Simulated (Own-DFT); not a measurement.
# Computed records: GaN (wurtzite, atoms displaced)

All values are calculated (Own-DFT development build). A calculation, not a measurement: plane-wave PBE density functional theory by an unreviewed code, no spin, of a simulated periodic cell, stress positive in tension, free energy of the whole cell less one offset for each atom, forces on such cells passed a denser k mesh, this cell's mesh not checked; offsets are fitted by least squares, one for each functional and potential file, so energies compare only between cells with the same atoms and settings and are not formation energies; the far tail of each file's local potential was reset to the Coulomb form; each entry is a single point on an unrelaxed cell, so the pressure reflects the starting lattice, mostly measured values (interpolated for alloys), from which strain is counted, and rises with the displacements; printed positions are rounded, which can move forces by about a meV/angstrom; the program, named Own-DFT, is a retired in-house code; no spin-orbit coupling.

Settings shared by all entries: functional PBE; potential files PseudoDojo norm-conserving, scalar-relativistic, standard set with the stringent files for Ga; wave cutoff 96 hartree; occupations Gaussian; smearing width 0.01 eV; k mesh 3 x 4 x 3 centred on Gamma.

(1) 
```cif
# cell vector a (Å): 12.7560 0.0000 0.0000
# cell vector b (Å): -4.7835 8.2853 0.0000
# cell vector c (Å): 0.0000 0.0000 10.3700
data_GaN
_symmetry_space_group_name_H-M 'P 1'
_symmetry_Int_Tables_number 1
_cell_length_a 12.7560
_cell_length_b 9.5670
_cell_length_c 10.3700
_cell_angle_alpha 90.000
_cell_angle_beta 90.000
_cell_angle_gamma 120.000
_cell_volume 1095.98
loop_
_atom_site_label
_atom_site_type_symbol
_atom_site_fract_x
_atom_site_fract_y
_atom_site_fract_z
_atom_site_occupancy
Ga1 Ga 0.08396 0.22612 0.00095 1
Ga2 Ga 0.16545 0.10742 0.25252 1
N1 N 0.08826 0.21794 0.19477 1
N2 N 0.17111 0.10678 0.44382 1
Ga3 Ga 0.08384 0.22962 0.50752 1
Ga4 Ga 0.16558 0.11600 0.75698 1
N3 N 0.09124 0.23767 0.69249 1
N4 N 0.16504 0.11475 0.94026 1
Ga5 Ga 0.08429 0.55567 0.99791 1
Ga6 Ga 0.16303 0.44313 0.24419 1
N5 N 0.08929 0.55933 0.19065 1
N6 N 0.16542 0.43227 0.43652 1
Ga7 Ga 0.09158 0.55964 0.50393 1
Ga8 Ga 0.16736 0.44118 0.74619 1
N7 N 0.07870 0.54685 0.69095 1
N8 N 0.16168 0.44742 0.93972 1
Ga9 Ga 0.08686 0.88616 0.98686 1
Ga10 Ga 0.16858 0.77553 0.24521 1
N9 N 0.08368 0.88433 0.18727 1
N10 N 0.16431 0.78286 0.44619 1
Ga11 Ga 0.08637 0.89800 0.49971 1
Ga12 Ga 0.16224 0.77517 0.74920 1
N11 N 0.08272 0.89142 0.69383 1
N12 N 0.16156 0.77399 0.92960 1
Ga13 Ga 0.32407 0.21504 0.00339 1
Ga14 Ga 0.41443 0.11325 0.25140 1
N13 N 0.33721 0.22851 0.18754 1
N14 N 0.42399 0.11495 0.43924 1
Ga15 Ga 0.34236 0.23110 0.49673 1
Ga16 Ga 0.40735 0.10369 0.75093 1
N15 N 0.33796 0.22696 0.68267 1
N16 N 0.42462 0.11277 0.94331 1
Ga17 Ga 0.32778 0.54909 0.00206 1
Ga18 Ga 0.41412 0.44289 0.24670 1
N17 N 0.32764 0.55526 0.19495 1
N18 N 0.41842 0.44940 0.43657 1
Ga19 Ga 0.33780 0.56052 0.50635 1
Ga20 Ga 0.42065 0.44755 0.74628 1
N19 N 0.32834 0.55211 0.68191 1
N20 N 0.41508 0.44123 0.94068 1
Ga21 Ga 0.33643 0.88517 0.99483 1
Ga22 Ga 0.42173 0.77589 0.24834 1
N21 N 0.34056 0.89999 0.19153 1
N22 N 0.41369 0.77168 0.43819 1
Ga23 Ga 0.32477 0.87958 0.49689 1
Ga24 Ga 0.41809 0.78391 0.75963 1
N23 N 0.33213 0.88999 0.69300 1
N24 N 0.40661 0.77098 0.93292 1
Ga25 Ga 0.58534 0.22097 0.99028 1
Ga26 Ga 0.66594 0.11115 0.25398 1
N25 N 0.58393 0.22763 0.18560 1
N26 N 0.67030 0.11762 0.43812 1
Ga27 Ga 0.57896 0.22202 0.50220 1
Ga28 Ga 0.66589 0.11110 0.75319 1
N27 N 0.57867 0.21567 0.69611 1
N28 N 0.67475 0.11062 0.94312 1
Ga29 Ga 0.57924 0.55571 0.99640 1
Ga30 Ga 0.66782 0.44568 0.24303 1
N29 N 0.58482 0.55124 0.18911 1
N30 N 0.66291 0.44947 0.44173 1
Ga31 Ga 0.58611 0.55724 0.49384 1
Ga32 Ga 0.66014 0.43880 0.74388 1
N31 N 0.58822 0.54818 0.68717 1
N32 N 0.66424 0.43689 0.93307 1
Ga33 Ga 0.58796 0.89106 0.00544 1
Ga34 Ga 0.67667 0.78155 0.24697 1
N33 N 0.57800 0.89112 0.18463 1
N34 N 0.66752 0.78837 0.43408 1
Ga35 Ga 0.57971 0.89448 0.50255 1
Ga36 Ga 0.66735 0.77621 0.75217 1
N35 N 0.57839 0.88655 0.68637 1
N36 N 0.66535 0.77603 0.94288 1
Ga37 Ga 0.83641 0.22308 0.99346 1
Ga38 Ga 0.91854 0.11378 0.25267 1
N37 N 0.83881 0.22804 0.19823 1
N38 N 0.91215 0.11239 0.44149 1
Ga39 Ga 0.83906 0.22828 0.50017 1
Ga40 Ga 0.91556 0.11112 0.75094 1
N39 N 0.83111 0.21729 0.69176 1
N40 N 0.90604 0.09685 0.93929 1
Ga41 Ga 0.82970 0.55127 0.98806 1
Ga42 Ga 0.91823 0.43936 0.25689 1
N41 N 0.83413 0.55843 0.18223 1
N42 N 0.92105 0.45359 0.43493 1
Ga43 Ga 0.83937 0.55909 0.50039 1
Ga44 Ga 0.91680 0.44375 0.74781 1
N43 N 0.83846 0.56161 0.68670 1
N44 N 0.91346 0.45098 0.93761 1
Ga45 Ga 0.83326 0.88488 0.00392 1
Ga46 Ga 0.91652 0.77559 0.24547 1
N45 N 0.83094 0.87879 0.18356 1
N46 N 0.91653 0.78428 0.43868 1
Ga47 Ga 0.83304 0.88810 0.50063 1
Ga48 Ga 0.91514 0.78500 0.74978 1
N47 N 0.83283 0.88577 0.68489 1
N48 N 0.91943 0.78255 0.94260 1
_calc_free_energy_of_cell_above_offsets '-5.808'  # eV
_calc_pressure 6.82  # GPa
_calc_stress_xx -6.97  # GPa
_calc_stress_yy -7.24  # GPa
_calc_stress_zz -6.24  # GPa
_calc_stress_yz -0.08  # GPa
_calc_stress_xz 0.22  # GPa
_calc_stress_xy 0.91  # GPa
```

Force:
| element | x (eV/Å) | y (eV/Å) | z (eV/Å) |
| --- | --- | --- | --- |
| Ga | -0.832 | -0.796 | 0.501 |
| Ga | 1.083 | -0.472 | 0.461 |
| N | -1.546 | 0.395 | -1.287 |
| N | -0.784 | 2.057 | -0.719 |
| Ga | 0.631 | -1.876 | -0.872 |
| Ga | 0.9 | 0.032 | -1.675 |
| N | -0.69 | -3.704 | -0.208 |
| N | -0.093 | -0.436 | -0.053 |
| Ga | -1.601 | 0.461 | 0.573 |
| Ga | 0.708 | -0.571 | 1.556 |
| N | -1.107 | -0.642 | -0.88 |
| N | -0.385 | 2.387 | -0.141 |
| Ga | -0.567 | -0.574 | -0.632 |
| Ga | -0.47 | 2.552 | 1.354 |
| N | 0.712 | 0.971 | -0.368 |
| N | 1.211 | -0.996 | -0.521 |
| Ga | -1.141 | 0.304 | 1.957 |
| Ga | 0.014 | 1.108 | 0.827 |
| N | 0.155 | 0.562 | -0.626 |
| N | 0.262 | -1.182 | -1.293 |
| Ga | -0.725 | -1.309 | 0.922 |
| Ga | 0.364 | -0.2 | -1.078 |
| N | -0.182 | 0.562 | -0.389 |
| N | 1.498 | 0.112 | 1.354 |
| Ga | 2.142 | 0.777 | -0.175 |
| Ga | 1.168 | 0.854 | -0.226 |
| N | -0.906 | -1.131 | 0.278 |
| N | -1.709 | -1.331 | -0.311 |
| Ga | -0.508 | -0.748 | 0.043 |
| Ga | 0.663 | 1.143 | 0.421 |
| N | -0.828 | -0.347 | 1.136 |
| N | -2.524 | -1.061 | -0.981 |
| Ga | 0.36 | 0.431 | 0.132 |
| Ga | 0.401 | 0.993 | 0.556 |
| N | 1.064 | 0.019 | -1.408 |
| N | 0.063 | 0.057 | -0.056 |
| Ga | -0.253 | -1.078 | -2.078 |
| Ga | -0.409 | -0.216 | 0.277 |
| N | 1.028 | 0.893 | 2.418 |
| N | -0.858 | -0.13 | -0.634 |
| Ga | -1.55 | 1.07 | 1.263 |
| Ga | -1.624 | 0.114 | 0.718 |
| N | -0.289 | -1.918 | -0.8 |
| N | -0.31 | 1.064 | -0.182 |
| Ga | 1.455 | 1.542 | 0.703 |
| Ga | -0.255 | -0.833 | -2.834 |
| N | -0.21 | -1.095 | -0.908 |
| N | 2.062 | -0.427 | 2.263 |
| Ga | 0.729 | 0.209 | 1.82 |
| Ga | -0.455 | 0.722 | -0.768 |
| N | 0.488 | -0.908 | -0.098 |
| N | -0.397 | -0.094 | 0.806 |
| Ga | 1.675 | 0.877 | 0.374 |
| Ga | 0.019 | -0.391 | -0.195 |
| N | 0.102 | -0.125 | -0.89 |
| N | -1.43 | -0.489 | -0.77 |
| Ga | 1.123 | -0.828 | 0.847 |
| Ga | 0.652 | -0.254 | 0.938 |
| N | -1.37 | 1.128 | -0.655 |
| N | 2.313 | -0.853 | -0.835 |
| Ga | -1.107 | 1.233 | 0.373 |
| Ga | 2.408 | -0.337 | 0.78 |
| N | -2.5 | 2.026 | -0.565 |
| N | -0.658 | 1.24 | -0.205 |
| Ga | -0.802 | -0.227 | -1.041 |
| Ga | -2.292 | -1.14 | 0.592 |
| N | 2 | 0.113 | 0.826 |
| N | 0.072 | -0.633 | 0.507 |
| Ga | 0.614 | -0.092 | -0.79 |
| Ga | -0.399 | -0.12 | -0.415 |
| N | 0.842 | 0.016 | 1.073 |
| N | 0.069 | 0.04 | -0.817 |
| Ga | 0.083 | 0.909 | 1.576 |
| Ga | 0.289 | -0.684 | -0.021 |
| N | -0.222 | -1.383 | -1.753 |
| N | 1.638 | -0.131 | -0.018 |
| Ga | -1.246 | 0.08 | 0.223 |
| Ga | 0.371 | -0.266 | -0.126 |
| N | 0 | 0.61 | -0.485 |
| N | 1.396 | 1.813 | -0.22 |
| Ga | -0.833 | 1.051 | 1.557 |
| Ga | -0.793 | 1.814 | -1.675 |
| N | 0.653 | -0.757 | 0.258 |
| N | 0.723 | -0.487 | 1.65 |
| Ga | -1.312 | 0.294 | -0.246 |
| Ga | -0.804 | -0.084 | 0.287 |
| N | -0.503 | -0.612 | 0.428 |
| N | 2.157 | -1.314 | -0.409 |
| Ga | -0.027 | -0.466 | -0.695 |
| Ga | 0.615 | -0.258 | 0.516 |
| N | 0.611 | 2.159 | 0.896 |
| N | 0.768 | -0.365 | -0.466 |
| Ga | -0.662 | 0.23 | -0.566 |
| Ga | 1.02 | -1.011 | 0.465 |
| N | -0.847 | 0.954 | 0.69 |
| N | -0.362 | -0.597 | -1.132 |

(2) 
```cif
# cell vector a (Å): 12.7560 0.0000 0.0000
# cell vector b (Å): -4.7835 8.2853 0.0000
# cell vector c (Å): 0.0000 0.0000 10.3700
data_GaN
_symmetry_space_group_name_H-M 'P 1'
_symmetry_Int_Tables_number 1
_cell_length_a 12.7560
_cell_length_b 9.5670
_cell_length_c 10.3700
_cell_angle_alpha 90.000
_cell_angle_beta 90.000
_cell_angle_gamma 120.000
_cell_volume 1095.98
loop_
_atom_site_label
_atom_site_type_symbol
_atom_site_fract_x
_atom_site_fract_y
_atom_site_fract_z
_atom_site_occupancy
Ga1 Ga 0.08333 0.22774 0.00919 1
Ga2 Ga 0.17128 0.11424 0.24959 1
N1 N 0.08495 0.21455 0.20038 1
N2 N 0.16609 0.11331 0.43628 1
Ga3 Ga 0.08346 0.22283 0.50191 1
Ga4 Ga 0.16684 0.10367 0.74483 1
N3 N 0.08037 0.22248 0.69016 1
N4 N 0.16746 0.10888 0.93770 1
Ga5 Ga 0.07945 0.55754 0.99480 1
Ga6 Ga 0.16367 0.45044 0.24879 1
N5 N 0.08224 0.54680 0.18836 1
N6 N 0.16996 0.44571 0.43400 1
Ga7 Ga 0.07980 0.55242 0.49918 1
Ga8 Ga 0.17295 0.45878 0.75313 1
N7 N 0.08157 0.55067 0.68847 1
N8 N 0.15891 0.44188 0.93285 1
Ga9 Ga 0.07654 0.89454 0.00471 1
Ga10 Ga 0.16288 0.77489 0.25220 1
N9 N 0.08749 0.89356 0.18238 1
N10 N 0.16949 0.78084 0.44365 1
Ga11 Ga 0.08151 0.89318 0.49791 1
Ga12 Ga 0.16295 0.78550 0.75149 1
N11 N 0.08499 0.88414 0.69152 1
N12 N 0.17294 0.77560 0.93457 1
Ga13 Ga 0.32682 0.21660 0.00909 1
Ga14 Ga 0.41544 0.10887 0.25498 1
N13 N 0.32768 0.22352 0.17662 1
N14 N 0.41870 0.11065 0.44422 1
Ga15 Ga 0.33917 0.23684 0.49953 1
Ga16 Ga 0.41902 0.10561 0.76773 1
N15 N 0.34104 0.22659 0.69406 1
N16 N 0.41598 0.10421 0.93473 1
Ga17 Ga 0.33521 0.55586 0.01046 1
Ga18 Ga 0.41457 0.43600 0.25101 1
N17 N 0.33098 0.55320 0.18896 1
N18 N 0.41097 0.43537 0.43338 1
Ga19 Ga 0.33168 0.55386 0.50211 1
Ga20 Ga 0.41564 0.44818 0.75188 1
N19 N 0.32969 0.55322 0.68316 1
N20 N 0.41458 0.44115 0.93435 1
Ga21 Ga 0.33763 0.88930 0.99477 1
Ga22 Ga 0.40686 0.77705 0.25404 1
N21 N 0.33265 0.89018 0.18788 1
N22 N 0.41646 0.77588 0.44097 1
Ga23 Ga 0.33004 0.88995 0.49926 1
Ga24 Ga 0.42704 0.77930 0.75552 1
N23 N 0.32206 0.88382 0.68733 1
N24 N 0.42226 0.78248 0.93745 1
Ga25 Ga 0.58197 0.21904 0.00497 1
Ga26 Ga 0.66532 0.11295 0.25796 1
N25 N 0.58707 0.22971 0.17490 1
N26 N 0.66595 0.11663 0.44122 1
Ga27 Ga 0.58289 0.22032 0.50420 1
Ga28 Ga 0.66027 0.11160 0.75539 1
N27 N 0.58162 0.21979 0.69120 1
N28 N 0.66303 0.10893 0.93157 1
Ga29 Ga 0.58133 0.55009 0.99755 1
Ga30 Ga 0.66645 0.43477 0.24935 1
N29 N 0.58101 0.55780 0.18849 1
N30 N 0.67639 0.44704 0.43640 1
Ga31 Ga 0.58372 0.55799 0.49560 1
Ga32 Ga 0.67132 0.44599 0.74501 1
N31 N 0.58115 0.54781 0.68735 1
N32 N 0.66712 0.43788 0.93396 1
Ga33 Ga 0.57799 0.89225 0.00152 1
Ga34 Ga 0.66939 0.77296 0.24773 1
N33 N 0.57931 0.88662 0.19039 1
N34 N 0.66955 0.77908 0.43973 1
Ga35 Ga 0.58787 0.89679 0.50142 1
Ga36 Ga 0.67492 0.78974 0.75269 1
N35 N 0.58703 0.90428 0.69583 1
N36 N 0.66847 0.78806 0.94225 1
Ga37 Ga 0.83302 0.21577 0.00372 1
Ga38 Ga 0.92193 0.11274 0.25060 1
N37 N 0.82901 0.22525 0.17966 1
N38 N 0.91345 0.11714 0.44148 1
Ga39 Ga 0.83329 0.23050 0.49493 1
Ga40 Ga 0.90949 0.10644 0.75107 1
N39 N 0.84062 0.22494 0.68591 1
N40 N 0.92114 0.11727 0.94232 1
Ga41 Ga 0.83264 0.56151 0.00164 1
Ga42 Ga 0.91638 0.44334 0.24739 1
N41 N 0.83432 0.55497 0.19222 1
N42 N 0.91546 0.44831 0.43845 1
Ga43 Ga 0.83658 0.56055 0.49897 1
Ga44 Ga 0.91636 0.44579 0.74920 1
N43 N 0.83656 0.55938 0.68678 1
N44 N 0.91528 0.43342 0.93640 1
Ga45 Ga 0.83439 0.88814 0.00656 1
Ga46 Ga 0.91545 0.79201 0.25095 1
N45 N 0.83479 0.89784 0.18638 1
N46 N 0.91797 0.78420 0.43999 1
Ga47 Ga 0.84302 0.90123 0.50392 1
Ga48 Ga 0.91927 0.78260 0.75277 1
N47 N 0.83078 0.88675 0.69300 1
N48 N 0.91120 0.77674 0.94608 1
_calc_free_energy_of_cell_above_offsets '-4.611'  # eV
_calc_pressure 7.06  # GPa
_calc_stress_xx -5.79  # GPa
_calc_stress_yy -5.93  # GPa
_calc_stress_zz -9.45  # GPa
_calc_stress_yz 0.47  # GPa
_calc_stress_xz -0.3  # GPa
_calc_stress_xy -0.34  # GPa
```

Force:
| element | x (eV/Å) | y (eV/Å) | z (eV/Å) |
| --- | --- | --- | --- |
| Ga | 0.656 | -0.266 | -1.113 |
| Ga | -0.072 | -0.875 | 0.61 |
| N | -0.88 | 1.572 | -1.495 |
| N | 0.671 | 0.017 | 0.401 |
| Ga | -0.299 | 0.614 | 0.292 |
| Ga | -0.3 | 2.038 | 0.61 |
| N | 0.784 | -0.322 | -0.109 |
| N | -0.949 | 0.218 | -0.014 |
| Ga | 0.489 | -0.228 | 0.168 |
| Ga | 1.963 | -1.434 | 0.665 |
| N | -1.631 | 1.626 | -0.728 |
| N | -0.875 | -0.105 | 0.546 |
| Ga | 0.889 | 0.284 | 0.639 |
| Ga | -0.671 | -1.82 | -0.677 |
| N | -0.529 | 1.167 | -0.37 |
| N | 1.485 | 0.594 | 1.99 |
| Ga | 1.723 | -0.46 | -1.484 |
| Ga | 0.163 | 0.026 | -0.249 |
| N | -0.623 | -0.579 | 2.027 |
| N | -1.469 | -0.647 | -1.247 |
| Ga | 1.181 | -0.081 | 0.443 |
| Ga | 2.311 | -2.34 | 0.239 |
| N | -2.65 | 0.867 | -1.348 |
| N | -1.641 | 0.439 | 1.002 |
| Ga | 0.796 | 0.214 | -4.804 |
| Ga | 0.138 | 0.441 | -0.65 |
| N | 1.632 | -0.122 | 4.371 |
| N | -0.652 | 0.686 | -1.244 |
| Ga | 0.161 | -3.345 | 2.017 |
| Ga | -0.921 | 0.175 | -5.287 |
| N | -0.7 | -0.7 | -0.782 |
| N | -0.387 | 1.037 | 4.343 |
| Ga | -0.496 | -0.212 | -2.201 |
| Ga | -0.445 | 1.209 | -0.802 |
| N | 0.047 | 0.061 | 1.034 |
| N | 0.505 | 2.729 | -0.068 |
| Ga | -0.02 | 0.351 | -0.867 |
| Ga | 0.372 | -0.62 | -0.537 |
| N | 1.228 | 1.022 | 1.072 |
| N | -0.212 | 0.14 | 1.472 |
| Ga | -0.81 | -0.635 | 0.712 |
| Ga | 1.931 | -0.201 | -0.006 |
| N | -0.693 | 0.122 | -0.208 |
| N | 0.006 | 0.487 | 0.134 |
| Ga | 1.081 | -0.16 | 1.322 |
| Ga | -2.279 | -0.474 | -1.395 |
| N | 2.245 | 0.808 | 0.436 |
| N | -0.889 | -1.567 | 0.414 |
| Ga | 0.302 | 0.114 | -3.43 |
| Ga | 0.179 | -0.629 | -1.716 |
| N | -0.593 | -1.573 | 4.115 |
| N | 0.453 | -0.274 | -0.246 |
| Ga | -0.416 | 0.898 | 0.493 |
| Ga | 1.578 | 1.908 | -1.069 |
| N | -0.189 | 0.464 | -0.376 |
| N | 0.414 | 0.398 | 2.321 |
| Ga | 0.082 | 0.618 | -0.305 |
| Ga | -0.411 | 1.739 | 0.096 |
| N | 0.832 | -1.194 | -0.133 |
| N | -1.793 | -0.733 | 0.139 |
| Ga | 0.489 | -0.448 | 0.577 |
| Ga | -0.68 | -0.385 | 0.434 |
| N | -0.227 | 1.586 | -0.239 |
| N | -0.457 | 0.781 | 0.448 |
| Ga | 1.776 | 0.452 | 0.754 |
| Ga | -1.523 | 0.937 | 0.482 |
| N | 0.034 | 0.349 | 0.446 |
| N | 0.065 | 0.616 | -0.074 |
| Ga | -0.222 | -0.987 | 0.135 |
| Ga | -1.703 | -1.824 | 0.405 |
| N | 1.11 | -2.234 | -1.771 |
| N | 0.338 | -1.063 | -0.102 |
| Ga | -0.966 | 0.178 | -1.907 |
| Ga | -1.669 | 0.611 | 0.483 |
| N | 0.762 | -0.619 | 2.83 |
| N | 0.822 | -0.112 | -0.905 |
| Ga | 0.209 | -0.362 | 1.48 |
| Ga | 1.352 | 1.326 | 0.553 |
| N | -2.107 | -0.184 | -0.23 |
| N | 0.018 | -1.406 | -0.105 |
| Ga | 0.704 | -2.04 | 0.122 |
| Ga | -0.187 | 0.058 | 0.116 |
| N | -0.437 | 1.213 | -0.39 |
| N | 0.458 | 0.131 | -0.793 |
| Ga | -0.021 | 0.312 | 0.212 |
| Ga | 0.625 | -0.609 | 0.152 |
| N | -0.054 | 0.412 | 0.089 |
| N | -1.26 | 1.383 | 0.353 |
| Ga | -1.302 | 1.079 | -1.44 |
| Ga | 1.54 | -1.478 | -0.026 |
| N | -0.08 | -0.573 | 0.996 |
| N | 0.007 | -0.006 | -0.369 |
| Ga | -1.34 | -0.898 | 0.014 |
| Ga | -0.165 | -0.576 | 0.176 |
| N | 1.437 | 0.545 | -0.806 |
| N | 0.853 | 0.349 | -1.259 |
